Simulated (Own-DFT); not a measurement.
# What a defect does to the pressure of its cell: grey tin

Calculated, not measured: single-point runs of Own-DFT, a retired in-house plane-wave DFT program that no person has reviewed, on unrelaxed cells, without spin or spin-orbit coupling.

Method: PBE; PseudoDojo norm-conserving scalar-relativistic files; cutoff 42 hartree; 3 x 3 x 3 k mesh centred on Gamma; cold (Marzari-Vanderbilt) smearing of 0.2 eV.

Limits (not all hold for every row): not probed for a lower state with spin; forces on such cells moved up to 12 meV/angstrom on a denser k mesh; stress not checked against mesh or cutoff.

All runs share one cell, with vectors in Å (12.978, 0.000, 0.000); (0.000, 12.978, 0.000); (0.000, 0.000, 12.978) and a volume of 2185.9 Å³. Atoms were moved at random from their sites; u is the rms move along one axis. The defect's site can differ from row to row.

```
            cell  formula   u (Å)  P (GPa)
       no defect     Sn64  0.0209     3.39
       no defect     Sn64  0.0461     3.58
       no defect     Sn64  0.0510     3.59
two Sn vacancies     Sn62  0.0310     3.09
two Sn vacancies     Sn62  0.0480     3.26
two Sn vacancies     Sn62  0.0522     3.29
  one Sn vacancy     Sn63  0.0299     3.25
  one Sn vacancy     Sn63  0.0311        ?
  one Sn vacancy     Sn63  0.0503     3.35
  one Sn vacancy     Sn63  0.0522     3.44
```

## Worked fit

P = P0 + c u² + a shift for each defect gives P0 = 3.35 GPa, c = 100 ± 13 GPa/Å² and a scatter of 0.03 GPa. The shifts, and each times the cell's volume:

- one Sn vacancy: -0.20 ± 0.03 GPa, -2.8 eV
- two Sn vacancies: -0.33 ± 0.03 GPa, -4.6 eV (-2.3 eV for each of its 2 sites)

A positive shift means that the defect pushes the cell outwards. Shift times volume (160.2 GPa Å³ is 1 eV) depends little on the cell's size, so, taken for each site, it can be compared between cells at like pressure. The atoms around the defects weren't relaxed, which would change these numbers.

## Withheld run

Q: what pressure belongs in the blank (one Sn vacancy, u = 0.0311 Å)?

From the fit: 3.24 ± 0.04 GPa. The run itself gave 3.24 GPa.
